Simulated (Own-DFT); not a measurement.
Simulation results for GaN (wurtzite, strained, atoms displaced)

All values are calculated (Own-DFT development build). A calculation, not a measurement: plane-wave PBE density functional theory by an unreviewed code, no spin, of a simulated periodic cell, stress positive in tension, free energy of the whole cell less one offset for each atom, forces on such cells passed a denser k mesh, this cell's mesh not checked; offsets are fitted by least squares, one for each functional and potential file, so energies compare only between cells with the same atoms and settings and are not formation energies; the far tail of each file's local potential was reset to the Coulomb form; each entry is a single point on an unrelaxed cell, so the pressure reflects the starting lattice, mostly measured values (interpolated for alloys), from which strain is counted, and rises with the displacements; printed positions are rounded, which can move forces by about a meV/angstrom; the program, named Own-DFT, is a retired in-house code; no spin-orbit coupling.

```cif
# cell vector a (Å): 12.7560 0.0000 0.0000
# cell vector b (Å): -4.7835 8.2853 0.0000
# cell vector c (Å): 0.0000 0.0000 10.5774
data_GaN
_symmetry_space_group_name_H-M 'P 1'
_symmetry_Int_Tables_number 1
_cell_length_a 12.7560
_cell_length_b 9.5670
_cell_length_c 10.5774
_cell_angle_alpha 90.000
_cell_angle_beta 90.000
_cell_angle_gamma 120.000
_cell_volume 1117.90
loop_
_atom_site_label
_atom_site_type_symbol
_atom_site_fract_x
_atom_site_fract_y
_atom_site_fract_z
_atom_site_occupancy
Ga1 Ga 0.09202 0.22037 0.99711 1
Ga2 Ga 0.15969 0.10567 0.25036 1
N1 N 0.07545 0.21635 0.19138 1
N2 N 0.16704 0.11599 0.43725 1
Ga3 Ga 0.08307 0.21624 0.49649 1
Ga4 Ga 0.17336 0.12019 0.75222 1
N3 N 0.08135 0.21977 0.68598 1
N4 N 0.17102 0.11172 0.93777 1
Ga5 Ga 0.08992 0.56300 0.99671 1
Ga6 Ga 0.17580 0.44212 0.24842 1
N5 N 0.07896 0.55203 0.18761 1
N6 N 0.16485 0.44289 0.44320 1
Ga7 Ga 0.09427 0.57048 0.50331 1
Ga8 Ga 0.16680 0.44334 0.74831 1
N7 N 0.07797 0.55082 0.68017 1
N8 N 0.16302 0.44529 0.93549 1
Ga9 Ga 0.09071 0.88880 0.99999 1
Ga10 Ga 0.16661 0.77677 0.25008 1
N9 N 0.08008 0.88570 0.18234 1
N10 N 0.16485 0.77845 0.43432 1
Ga11 Ga 0.08592 0.89450 0.51050 1
Ga12 Ga 0.16898 0.78090 0.75847 1
N11 N 0.08795 0.89636 0.68526 1
N12 N 0.17399 0.79384 0.94090 1
Ga13 Ga 0.32824 0.22038 0.99895 1
Ga14 Ga 0.41106 0.10047 0.24863 1
N13 N 0.33788 0.22168 0.18670 1
N14 N 0.40824 0.10957 0.43764 1
Ga15 Ga 0.33154 0.21856 0.49797 1
Ga16 Ga 0.41324 0.10575 0.74628 1
N15 N 0.33701 0.23059 0.68900 1
N16 N 0.41909 0.11693 0.93554 1
Ga17 Ga 0.33237 0.55738 0.99818 1
Ga18 Ga 0.41302 0.43501 0.25156 1
N17 N 0.33756 0.56187 0.19627 1
N18 N 0.42211 0.45607 0.43623 1
Ga19 Ga 0.32896 0.54932 0.50060 1
Ga20 Ga 0.41752 0.43656 0.75076 1
N19 N 0.33093 0.55763 0.68948 1
N20 N 0.42059 0.44089 0.93636 1
Ga21 Ga 0.33109 0.88819 0.99893 1
Ga22 Ga 0.41888 0.78602 0.25035 1
N21 N 0.33670 0.88790 0.19341 1
N22 N 0.42926 0.79407 0.43801 1
Ga23 Ga 0.33307 0.88552 0.49961 1
Ga24 Ga 0.41861 0.79221 0.74520 1
N23 N 0.32299 0.87457 0.68369 1
N24 N 0.41446 0.78358 0.93591 1
Ga25 Ga 0.57981 0.22305 0.00624 1
Ga26 Ga 0.66758 0.11242 0.25614 1
N25 N 0.58377 0.21949 0.18545 1
N26 N 0.67115 0.10006 0.42954 1
Ga27 Ga 0.59227 0.22801 0.49287 1
Ga28 Ga 0.66450 0.10608 0.75291 1
N27 N 0.58533 0.22315 0.69627 1
N28 N 0.67126 0.11656 0.93682 1
Ga29 Ga 0.58169 0.54924 0.99761 1
Ga30 Ga 0.66757 0.44393 0.25779 1
N29 N 0.58548 0.56197 0.18644 1
N30 N 0.66332 0.43673 0.43324 1
Ga31 Ga 0.57911 0.56443 0.49713 1
Ga32 Ga 0.66978 0.44566 0.75792 1
N31 N 0.57997 0.55843 0.68331 1
N32 N 0.65968 0.45116 0.94115 1
Ga33 Ga 0.58334 0.88898 0.00308 1
Ga34 Ga 0.67444 0.77110 0.25804 1
N33 N 0.57427 0.88519 0.18388 1
N34 N 0.66524 0.77336 0.44382 1
Ga35 Ga 0.58267 0.88653 0.49413 1
Ga36 Ga 0.66024 0.76898 0.75508 1
N35 N 0.57944 0.89092 0.69064 1
N36 N 0.67050 0.78061 0.94069 1
Ga37 Ga 0.83476 0.22376 0.00119 1
Ga38 Ga 0.91904 0.11011 0.24405 1
N37 N 0.83163 0.22499 0.18715 1
N38 N 0.91876 0.12533 0.44460 1
Ga39 Ga 0.82741 0.21844 0.49603 1
Ga40 Ga 0.91236 0.10634 0.74628 1
N39 N 0.83115 0.21541 0.68914 1
N40 N 0.91858 0.11543 0.94608 1
Ga41 Ga 0.83625 0.55676 0.00150 1
Ga42 Ga 0.91033 0.43738 0.25154 1
N41 N 0.83508 0.55917 0.18068 1
N42 N 0.90506 0.44583 0.43704 1
Ga43 Ga 0.82370 0.54513 0.50802 1
Ga44 Ga 0.91838 0.44427 0.74338 1
N43 N 0.83445 0.55544 0.69523 1
N44 N 0.91758 0.45576 0.93878 1
Ga45 Ga 0.83915 0.89110 0.00378 1
Ga46 Ga 0.91860 0.77870 0.25139 1
N45 N 0.82400 0.87889 0.18339 1
N46 N 0.91245 0.76877 0.43635 1
Ga47 Ga 0.83921 0.89735 0.50411 1
Ga48 Ga 0.91519 0.77743 0.74442 1
N47 N 0.83698 0.89811 0.69922 1
N48 N 0.92272 0.77875 0.94786 1
_calc_functional 'PBE'
_calc_potential_files 'PseudoDojo norm-conserving, scalar-relativistic, standard set with the stringent files for Ga'
_calc_wave_cutoff 96  # hartree
_calc_occupations 'Gaussian'
_calc_smearing_width 0.01  # eV
_calc_k_mesh '3 x 4 x 3 centred on Gamma'
_calc_free_energy_of_cell_above_offsets '-4.640'  # eV
_calc_pressure 3.54  # GPa
_calc_stress_xx -6.22  # GPa
_calc_stress_yy -4.95  # GPa
_calc_stress_zz 0.56  # GPa
_calc_stress_yz -0.49  # GPa
_calc_stress_xz 0.71  # GPa
_calc_stress_xy -0.31  # GPa
```

Force:
```
element  x (eV/Å)  y (eV/Å)  z (eV/Å)
     Ga    -2.404      0.29     0.455
     Ga     0.986     0.114      -0.2
      N     2.499     1.144    -1.085
      N     0.498    -0.992    -0.365
     Ga     -0.98     1.341     1.122
     Ga    -0.917    -0.427    -0.498
      N     0.457     0.039      0.33
      N    -0.514    -0.503    -0.481
     Ga    -1.507    -0.643     1.052
     Ga    -2.362     0.233     0.676
      N     1.093     0.229    -0.059
      N     0.157     0.155    -1.067
     Ga    -1.294    -1.924     -1.07
     Ga    -0.397    -0.082    -0.388
      N     0.861      1.16     1.678
      N     1.146    -0.181     0.101
     Ga    -2.386     0.402     0.465
     Ga    -0.269    -0.571    -0.232
      N     0.756     0.682     0.929
      N     0.178     0.978      0.35
     Ga    -0.186    -0.815     -2.24
     Ga    -1.072    -0.929    -1.132
      N     0.009    -0.394     1.801
      N     0.469    -2.115    -0.996
     Ga     2.019     0.698     0.521
     Ga     0.599     1.588     0.494
      N    -1.483    -0.769    -0.117
      N     1.924     -0.18    -0.098
     Ga    -0.175     1.484     0.466
     Ga     0.449     0.523     0.352
      N     0.164    -2.076    -1.062
      N    -0.607    -0.978     0.032
     Ga     0.673     0.269     0.043
     Ga     0.765     1.709    -0.282
      N     0.284    -0.749    -1.445
      N    -1.045    -1.938    -0.113
     Ga     0.356     1.178     0.437
     Ga     -0.78     2.343     0.256
      N     0.817      0.07    -0.141
      N    -1.861     0.204     0.144
     Ga     1.564     1.508     0.927
     Ga     0.823    -1.002     0.777
      N     -1.82    -0.508    -1.453
      N     -2.51    -2.239    -0.457
     Ga    -0.157     0.391    -0.501
     Ga     0.583    -2.166     0.949
      N     -0.02     1.941    -0.048
      N     0.547     -0.59    -0.137
     Ga      0.97     0.197    -1.143
     Ga    -0.035    -0.862    -2.746
      N    -0.563      0.24     1.429
      N    -1.693     0.826     1.594
     Ga    -1.054    -2.076     1.351
     Ga     0.315     0.723     0.332
      N    -0.331     -0.09    -1.628
      N    -0.781    -0.343     0.538
     Ga    -1.377     2.345     1.674
     Ga    -0.096     0.285    -2.667
      N    -0.005    -1.618     0.545
      N    -0.757     1.408      1.34
     Ga     1.464    -1.669     1.154
     Ga    -1.021    -0.185    -0.257
      N     1.069    -0.626     0.266
      N     3.318      -1.5    -0.783
     Ga      0.19     0.327    -0.406
     Ga    -2.647     0.132    -0.526
      N     2.074     0.881     0.875
      N     1.003     1.924    -0.729
     Ga     1.228     0.472     1.792
     Ga    -0.048     1.281     0.147
      N     1.154    -0.304    -1.046
      N    -0.429    -0.419    -0.294
     Ga    -0.182     0.708    -0.125
     Ga    -2.468    -0.756     0.965
      N     0.535    -1.061     0.154
      N      0.95    -1.932    -1.489
     Ga     0.649     1.617     1.205
     Ga     0.557     2.189     1.743
      N    -0.702     0.758    -0.645
      N     0.959     -0.16    -0.906
     Ga     -1.27     0.228    -0.135
     Ga     0.125     1.363    -0.032
      N    -0.342    -0.541     1.722
      N     1.802    -0.498       0.3
     Ga     0.247     1.133    -0.465
     Ga    -0.242    -0.944     1.272
      N    -0.644     0.034    -0.949
      N     1.633    -1.109    -1.042
     Ga    -0.515    -0.235    -0.997
     Ga    -0.454     -0.81    -0.414
      N     1.919     1.751     1.191
      N    -0.046     1.218     1.033
     Ga    -0.277    -0.486     0.003
     Ga     0.488     0.678     1.673
      N    -0.329    -2.926    -1.819
      N     -0.27     0.524    -1.743
```
